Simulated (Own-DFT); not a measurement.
## Calculated data, Al$_{3}$GaN$_{4}$ (wurtzite random alloy, strained, atoms displaced)

A calculation, not a measurement: plane-wave PBE density functional theory by an unreviewed code, no spin, of a simulated periodic cell, stress positive in tension, free energy of the whole cell less one offset for each atom, forces on such cells passed a denser k mesh, this cell's mesh not checked; offsets are fitted by least squares, one for each functional and potential file, so energies compare only between cells with the same atoms and settings and are not formation energies; the far tail of each file's local potential was reset to the Coulomb form; each entry is a single point on an unrelaxed cell, so the pressure reflects the starting lattice, mostly measured values, from which strain is counted, and rises with the displacements; printed positions are rounded, which can move forces by about a meV/angstrom; the program is a retired in-house code; no spin-orbit coupling. Program: Own-DFT development build.

Common to all runs: functional PBE; potential files PseudoDojo norm-conserving, scalar-relativistic, standard set; wave cutoff 42 hartree; occupations Fermi-Dirac; smearing width 0.1 eV; k mesh 4 x 4 x 3 centred on Gamma.

(1) 
```xyz
72
Lattice="9.5112 0.0000 0.0000 -4.7556 8.2369 0.0000 0.0000 0.0000 10.0655" Properties=species:S:1:pos:R:3:force_x:R:1:force_y:R:1:force_z:R:1 formula=Al3GaN4 free_energy_of_cell_above_offsets=-16.493 pressure=1.77 stress_xx=-0.96 stress_yy=0.91 stress_zz=-5.27 stress_yz=0.13 stress_xz=0.24 stress_xy=-0.1
Ga     0.0139     1.8202    10.0187      0.566      1.841      -0.42
Al     1.6585     0.8846     2.5122     -1.409      0.904       -1.1
N     -0.0183     1.7768     1.7787      0.869      1.205      4.222
N      1.6068     1.0336     4.3803     -1.346     -2.196      0.374
Al    -0.0149     1.8111     4.9888     -0.605       0.85       0.54
Al     1.6319     0.9093     7.4848     -0.827      1.206      0.783
N     -0.0414     1.8053     6.8956      2.113      0.913      0.137
N      1.5078     0.8509     9.4907      2.606      1.232     -1.957
Ga    -1.5889     4.5601     0.0186     -1.569      0.814     -1.474
Al    -0.0343     3.6920     2.5329     -0.033     -0.392     -0.551
N     -1.5816     4.6198     1.8221     -0.269     -0.192      4.132
N     -0.0828     3.6955     4.5488      2.039     -0.416     -2.098
Al    -1.5742     4.5986     5.0415     -1.535      0.232     -0.683
Al     0.0324     3.7946     7.4955     -0.775     -2.335      1.099
N     -1.5483     4.5581     6.9019     -0.125      1.918      0.492
N     -0.1105     3.6844     9.5149      3.875      0.056     -2.245
Al    -3.2451     7.3689     9.9975      0.956     -1.363      1.208
Al    -1.6097     6.4870     2.4414     -0.723     -1.358      0.211
N     -3.2651     7.3693     1.8551       1.19     -0.523      0.843
N     -1.5724     6.3993     4.3925     -0.413      1.118       0.22
Al    -3.2304     7.3718     5.0399      0.626     -0.765     -0.961
Al    -1.6265     6.4334     7.5383      1.541     -0.405      0.658
N     -3.1885     7.3154     6.9774       2.12       1.43     -1.775
N     -1.6132     6.4704     9.5608     -0.077      0.522     -1.683
Al     3.1643     1.7667     0.0037     -0.899      1.229      0.241
Al     4.7306     0.8431     2.4858      0.632      1.948       1.52
N      3.2150     1.8867     1.9702     -0.911      -2.03     -1.108
N      4.8438     1.0237     4.5006     -2.244     -2.332     -1.209
Al     3.0809     1.8348     5.0294       2.87       1.45     -0.231
Al     4.8466     0.9740     7.4707     -1.805     -0.537      0.407
N      3.1832     1.8918     6.8880     -0.099     -1.408      0.956
N      4.7074     1.0006     9.5151     -0.391     -2.604      -1.73
Al     1.6161     4.5656     0.0605     -0.773      0.283     -2.332
Al     3.1004     3.6232     2.4948      1.648      1.536      0.656
N      1.6285     4.6223     1.8584     -1.084     -0.291      2.195
N      3.1955     3.6796     4.4198     -2.198      -0.16     -0.214
Al     1.5720     4.7046     5.0253      0.321     -3.887      0.709
Ga     3.2516     3.7214     7.6002     -1.116     -0.737     -1.321
N      1.5762     4.5879     6.9460      0.861      1.452     -0.376
N      3.2110     3.6232     9.4481     -1.718     -0.068      1.705
Al    -0.0251     7.3326     0.0646      0.234      0.169     -1.909
Al     1.5918     6.4163     2.6035      0.537     -0.017     -2.606
N      0.0054     7.3286     1.9046       0.28     -0.473      0.977
N      1.5722     6.3599     4.4174      0.207       2.18       0.34
Al     0.0474     7.2968     5.0395     -1.146      1.515     -0.201
Al     1.6512     6.4202     7.5724     -1.162      0.192      -0.65
N      0.0059     7.3676     6.9180      0.076     -0.642      0.666
N      1.5591     6.4861     9.4031      0.504     -0.633      1.844
Ga     6.3149     1.7308    10.0099       0.86      2.434      1.155
Al     7.9374     0.9508     2.4342     -0.419     -0.549      0.389
N      6.2626     1.8056     1.9554      1.172      -0.17     -0.223
N      7.8890     0.9674     4.3898      0.958     -1.253     -0.331
Al     6.3664     1.8883     4.9769      0.088      0.379      0.528
Ga     7.9384     0.9318     7.5783     -0.191      0.705     -0.422
N      6.3434     1.8628     6.9273       0.34     -0.306     -0.583
N      8.0075     0.9925     9.4975     -2.401     -2.878     -0.368
Ga     4.7729     4.6314    10.0141     -0.053     -1.072      0.983
Al     6.3080     3.6369     2.5166     -0.152      0.637     -0.686
N      4.7299     4.5771     1.8723     -0.021     -0.215      1.206
N      6.3131     3.6949     4.4006      1.237      0.085      0.291
Ga     4.7194     4.6179     5.0818      0.435     -1.506     -1.538
Ga     6.3335     3.6998     7.4802      1.896     -1.166      1.574
N      4.8362     4.5458     6.9284     -1.734      1.972      0.561
N      6.3066     3.6965     9.4537      0.615     -0.975      -0.53
Al     3.1961     7.3285    10.0620      -0.24      0.108     -0.464
Al     4.7218     6.3739     2.4755      1.006     -0.546      0.285
N      3.2565     7.2705     1.8901      -2.31      1.106      0.274
N      4.6855     6.3449     4.3993        0.7      2.915      0.044
Al     3.1461     7.3018     4.9959      0.332      1.154      0.531
Ga     4.8465     6.4439     7.5446     -2.508     -1.043     -0.316
N      3.1676     7.3681     6.9948     -0.052     -1.532      -1.75
N      4.7854     6.4117     9.4087     -0.975      1.284      1.087
```

Units: free_energy_of_cell_above_offsets in eV; pressure, stress_xx, stress_yy, stress_zz, stress_yz, stress_xz, stress_xy in GPa; force_x, force_y, force_z in eV/Å.

(2) 
```xyz
72
Lattice="9.5112 0.0000 0.0000 -4.7556 8.2369 0.0000 0.0000 0.0000 10.0655" Properties=species:S:1:pos:R:3:force_x:R:1:force_y:R:1:force_z:R:1 formula=Al3GaN4 free_energy_of_cell_above_offsets=-17.409 pressure=1.33 stress_xx=0.56 stress_yy=0.33 stress_zz=-4.87 stress_yz=0.25 stress_xz=0.73 stress_xy=0.45
Al    -0.0247     1.9037    10.0498      0.803      -0.87      0.342
Al     1.6031     0.9203     2.4695     -0.268      0.532     -0.217
N     -0.0291     1.8123     1.9328      0.542      1.051     -1.029
N      1.4273     1.0106     4.3131      2.181     -1.242      1.285
Al     0.0438     1.9263     4.9672     -1.904     -0.984      1.329
Al     1.6295     0.9323     7.4880     -2.424     -0.713      0.803
N     -0.0556     1.8785     6.9822      2.758      1.198     -1.244
N      1.6048     0.9653     9.3841     -1.218      0.336      0.328
Al    -1.6080     4.6384    10.0477     -0.197      0.043      0.078
Al    -0.0358     3.6714     2.5640      0.256     -0.222      -1.32
N     -1.6612     4.5736     1.9343      1.098      0.377     -0.177
N     -0.0073     3.6870     4.4635     -0.048      0.446     -0.948
Al    -1.5150     4.6102     5.0026     -1.893     -0.149      0.628
Al     0.0179     3.6735     7.6857     -0.591      0.514     -4.129
N     -1.6067     4.6298     6.9094      1.019     -0.373      0.551
N      0.1170     3.7100     9.4187     -2.526     -0.253      2.794
Ga    -3.1649     7.3774     0.0346       0.41      0.053     -1.063
Al    -1.6307     6.4397     2.5764        0.3     -0.324     -1.369
N     -3.1797     7.3486     1.9155     -0.502     -0.585      1.632
N     -1.6396     6.4251     4.4280      1.827     -0.331      0.167
Ga    -3.1884     7.3078     5.0305     -0.174      1.619      0.031
Al    -1.5957     6.4119     7.5155     -0.066      0.881      0.401
N     -3.3417     7.3717     6.9467      2.333     -0.104      0.457
N     -1.5495     6.5029     9.4851      0.737     -1.364     -0.567
Al     3.1377     1.8623     9.9525      0.594     -1.817      2.202
Al     4.8118     0.8926     2.4822     -1.746      0.144     -0.097
N      3.1759     1.7434     1.8719      0.635      1.386     -0.517
N      4.6645     0.9356     4.3690       1.54     -1.294      0.375
Ga     3.1719     1.8809     5.0642     -0.742     -1.279     -1.232
Ga     4.6463     1.0355     7.5892      4.043     -3.032      0.087
N      3.1654     1.7467     7.0048     -2.553      3.499     -1.548
N      4.7544     0.9405     9.4397     -0.259     -0.639      1.839
Al     1.5257     4.7093    10.0108      1.336     -1.987      1.221
Al     3.2687     3.7375     2.3932      -2.13     -2.458      1.048
N      1.5836     4.5572     1.8782      0.002      0.766      0.487
N      3.1784     3.5968     4.3666     -0.154      3.144     -0.071
Al     1.5193     4.5691     4.9942      1.697        0.4      0.772
Al     3.1847     3.6379     7.5085      -0.65      0.982       0.49
N      1.5379     4.6043     6.9595      0.954     -0.184      0.071
N      3.0907     3.5939     9.5209      0.797      2.988     -1.122
Al     0.1043     7.3012     0.0797     -2.733      1.699       -0.9
Al     1.5996     6.4162     2.5670     -0.563     -0.878     -0.896
N      0.0080     7.2643     1.9352      0.294      0.374      0.602
N      1.5430     6.4153     4.4297      1.288     -0.215      0.239
Al     0.0395     7.3303     5.0267     -1.185      0.855      0.185
Al     1.6405     6.4813     7.6476     -1.438     -0.303     -2.713
N     -0.0093     7.3935     6.9146      0.192     -1.098       0.35
N      1.5196     6.4442     9.4546      2.283       0.27      0.584
Ga     6.4105     1.8159    10.0386     -2.255      0.962      0.265
Ga     7.8747     0.8889     2.4903      0.651      0.297      0.137
N      6.3101     1.8237     1.9016     -0.209      0.804      0.585
N      7.9450     0.9409     4.4120       0.71     -1.046      0.995
Ga     6.3658     1.7832     5.0752     -0.915      0.768     -0.996
Ga     8.0238     0.9172     7.5347     -1.958     -0.743      0.475
N      6.3446     1.8471     6.9743      0.005     -1.674     -0.176
N      7.8759     0.8663     9.5131      2.788      0.075     -0.553
Al     4.6730     4.5858     0.0797      1.152     -0.606     -2.203
Al     6.2996     3.6876     2.5264      1.052      -1.09      0.291
N      4.8228     4.6293     1.9232     -0.858     -0.614     -0.125
N      6.3476     3.6909     4.4209      0.128      0.421      0.088
Al     4.7686     4.6404     5.0103     -0.069     -2.151       0.25
Ga     6.3352     3.5858     7.5184      0.249      2.452      0.281
N      4.7545     4.6091     6.9180     -1.066     -0.814      -0.07
N      6.3103     3.6637     9.4512      0.354      0.988      1.043
Al     3.2071     7.3493     0.0113      0.204     -1.142      -0.45
Al     4.7274     6.3590     2.4903       0.85      1.903      0.601
N      3.1541     7.2561     1.8835      0.162     -0.383       0.42
N      4.7701     6.3786     4.4734     -1.285      0.224       -1.9
Al     3.2443     7.3097     5.0144     -1.198      0.565       0.42
Al     4.7236     6.3826     7.5134      0.468     -0.167      1.059
N      3.2057     7.2967     6.9642     -0.725     -0.188     -0.509
N      4.8305     6.3517     9.4670     -2.189      0.301     -0.147
```

Units: free_energy_of_cell_above_offsets in eV; pressure, stress_xx, stress_yy, stress_zz, stress_yz, stress_xz, stress_xy in GPa; force_x, force_y, force_z in eV/Å.

(3) 
```xyz
72
Lattice="9.5112 0.0000 0.0000 -4.7556 8.2369 0.0000 0.0000 0.0000 10.0655" Properties=species:S:1:pos:R:3:force_x:R:1:force_y:R:1:force_z:R:1 formula=Al3GaN4 free_energy_of_cell_above_offsets=-17.824 pressure=1.5 stress_xx=1.52 stress_yy=-0.14 stress_zz=-5.88 stress_yz=0.46 stress_xz=0.7 stress_xy=0.56
Ga     0.0592     1.8616     0.0241     -0.763     -0.887     -0.558
Al     1.5918     0.9193     2.4366     -0.163     -0.145      1.085
N     -0.0616     1.7622     1.9122      0.729      1.063       1.66
N      1.5675     0.9512     4.4448      1.187      -0.03      -1.07
Al     0.0492     1.7709     5.0295     -1.264      1.899      0.808
Al     1.6288     0.9624     7.5675      -0.01     -1.356      0.107
N      0.0741     1.7742     7.0462     -1.586      0.674     -1.248
N      1.6191     0.8779     9.5009     -0.058      0.457     -1.143
Ga    -1.6219     4.6802     0.0107      0.566     -1.807     -1.478
Al     0.0514     3.7114     2.4734     -1.163     -1.178      1.167
N     -1.5573     4.6335     1.8416     -0.321     -2.703      2.369
N     -0.0390     3.7033     4.4832      0.839     -0.635     -0.742
Al    -1.6136     4.6096     5.0487      0.481      -1.76        0.8
Al     0.0260     3.6436     7.6154     -0.685      0.183     -2.024
N     -1.6336     4.6090     6.9386      0.969     -0.803      0.762
N      0.0059     3.6150     9.4331      0.461      1.675      1.035
Ga    -3.1820     7.3204     0.0655      0.235     -0.824     -3.859
Ga    -1.5438     6.3275     2.5626     -1.044      1.525      0.141
N     -3.1824     7.3120     1.8189     -0.178      0.374      4.797
N     -1.5217     6.3453     4.5117     -0.799      0.913     -0.936
Ga    -3.1557     7.3376     5.0581      0.369       0.07      -0.41
Al    -1.5130     6.4378     7.4969     -2.076     -1.688       0.99
N     -3.1250     7.2630     6.9489      0.626      2.038      0.724
N     -1.5608     6.3758     9.4186      0.294       2.48     -0.576
Ga     3.1290     1.8831    10.0413      0.892     -1.709      0.846
Al     4.7519     0.8863     2.4550      -0.33     -0.309      1.381
N      3.2145     1.8450     1.9697     -0.539      0.289      0.003
N      4.6798     0.8914     4.4754      1.409      0.227      -0.94
Al     3.2394     1.8888     5.0908     -1.354     -0.178     -0.985
Al     4.7597     0.9506     7.5591     -0.097     -0.171     -1.678
N      3.1412     1.9146     6.9417      0.889     -1.134      0.538
N      4.7636     0.9041     9.3720      0.773      0.922      1.992
Al     1.5615     4.5891    10.0129      0.572     -0.346      0.537
Al     3.1250     3.6786     2.6044      0.888      0.126     -0.611
N      1.6091     4.5674     1.9759     -0.096     -0.597     -1.575
N      3.1251     3.7192     4.4877      0.951     -0.335     -0.102
Al     1.5836     4.6276     5.0744     -0.884     -0.253      0.071
Al     3.1691     3.6759     7.5218       0.86      0.844      0.152
N      1.6153     4.5959     7.0132     -0.504      0.125     -0.468
N      3.1907     3.5798     9.4388     -0.741      2.998     -0.504
Al    -0.0434     7.4219    10.0219      0.581     -2.321      -0.01
Ga     1.5446     6.4133     2.5660       0.41     -0.201      -0.97
N     -0.0450     7.2513     1.8847      0.422      2.289      -0.56
N      1.5793     6.4318     4.4306      0.284      0.351      1.971
Al    -0.0302     7.3237     4.9995      0.823      0.063      1.004
Al     1.6120     6.4298     7.5408     -0.787      -0.24      0.359
N     -0.0709     7.3059     6.9627      2.575      1.548     -0.754
N      1.5873     6.3748     9.4859      0.086      1.268     -0.309
Al     6.3248     1.8721     0.1453      0.712     -0.475     -3.091
Al     7.8646     0.8595     2.5298      0.895      1.133      0.363
N      6.3502     1.8035     1.9412     -0.823      0.657      1.119
N      7.8357     0.9750     4.4797      4.141     -2.363     -1.572
Al     6.4151     1.7330     5.0124     -3.754      2.466      0.948
Al     7.8351     0.9526     7.5900      1.855     -0.445     -0.033
N      6.3704     1.8668     6.8938     -0.923     -0.686        0.9
N      7.9858     0.9137     9.4982     -1.957      0.015     -0.216
Ga     4.7860     4.5570     0.0723     -1.135      0.819     -1.407
Al     6.3541     3.6683     2.5796      0.005      0.325     -0.592
N      4.7376     4.7166     1.9382      0.194     -2.459      1.688
N      6.3953     3.5946     4.4537     -1.104      0.844     -0.406
Al     4.7565     4.6296     5.0290      0.392     -0.831     -0.313
Al     6.3244     3.6342     7.5444      0.507      1.149     -0.187
N      4.8274     4.5963     6.8813     -1.215     -0.696      0.854
N      6.3217     3.6838     9.4874      0.415     -1.535     -0.384
Al     3.2388     7.3335    10.0594     -1.845      0.182      0.529
Al     4.7647     6.4405     2.5194     -0.572      1.117     -0.044
N      3.0960     7.3694     1.9693      1.659      -0.85     -0.998
N      4.7447     6.4348     4.4120      0.084     -0.223     -0.155
Al     3.2594     7.3836     5.0475     -1.726     -0.415     -0.806
Ga     4.7644     6.4786     7.5147     -0.088     -0.976     -0.005
N      3.1297     7.3278     6.8852     -0.216      1.055      0.786
N      4.6904     6.4409     9.4083       0.77     -0.602      1.234
```

Units: free_energy_of_cell_above_offsets in eV; pressure, stress_xx, stress_yy, stress_zz, stress_yz, stress_xz, stress_xy in GPa; force_x, force_y, force_z in eV/Å.
